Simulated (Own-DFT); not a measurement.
# Energy and forces against displacement in 2H SiC, 32 atoms (C16Si16)

All numbers below are calculated, not measured. The program, named Own-DFT, is a retired in-house plane-wave density functional code that no person has reviewed. Each row is one single-point run on a periodic cell that was not relaxed, without spin or spin-orbit coupling.

Settings of every run: PBE; PseudoDojo norm-conserving scalar-relativistic files; cutoff 42 hartree; 5 x 5 x 3 k mesh centred on Gamma; Fermi-Dirac smearing of 0.1 eV.

Known limits, some of them of some rows only: some atoms lie very close together; forces on such cells passed a denser k mesh, each cell not checked; stress not checked against mesh or cutoff.

Cell vectors in Å: (6.165, 0.000, 0.000); (-3.083, 5.339, 0.000); (0.000, 0.000, 10.068). In each run every atom was moved at random and independently from its ideal site; u is the rms move along one axis. E is the free energy for each atom above the fitted value at u = 0, and F the rms of the force components.

```
run   u (Å)  E (meV/atom)  F (eV/Å)  largest force (eV/Å)  P (GPa)
  1  0.0292          28.5     0.858                  2.45     3.85
  2  0.0314          35.8     0.974                  3.06     4.14
  3  0.0318          34.9     0.992                  3.28     3.95
  4  0.0612             ?         ?                     ?        ?
  5  0.0622         125.1     1.677                  4.93     5.54
  6  0.0659         164.6     2.104                  7.68     6.78
  7  0.1053         380.6     3.937                 22.30    10.77
  8  0.1058         386.0     3.125                 11.71    10.97
  9  0.1104         406.1     3.552                 18.71    10.73
```

## Worked fit

For small independent moves the energy grows as E = (3/2) K u², with K the mean stiffness felt by one atom. The runs with u up to 0.11 Å give K = 23.2 ± 0.7 eV/Å², with residuals divided by u² + 0.0006 Å², since the noise grows with the moves. The scatter is 5.2 meV/atom at u = 0.05 Å. The forces follow F = G u with G = 31.2 eV/Å²; no force at u = 0 is resolved. G exceeds K because the moves of its neighbours add to the force on an atom, and stiffness differs between atoms. The pressure follows P = 3.34 + 678 u² GPa: at fixed volume, shortened bonds push harder than stretched ones pull.

## Withheld run

Question: what energy and rms force should run 4 give?

The fit gives 130 ± 8 meV/atom and about 1.91 eV/Å. The calculation gave 128.6 meV/atom and 1.745 eV/Å.
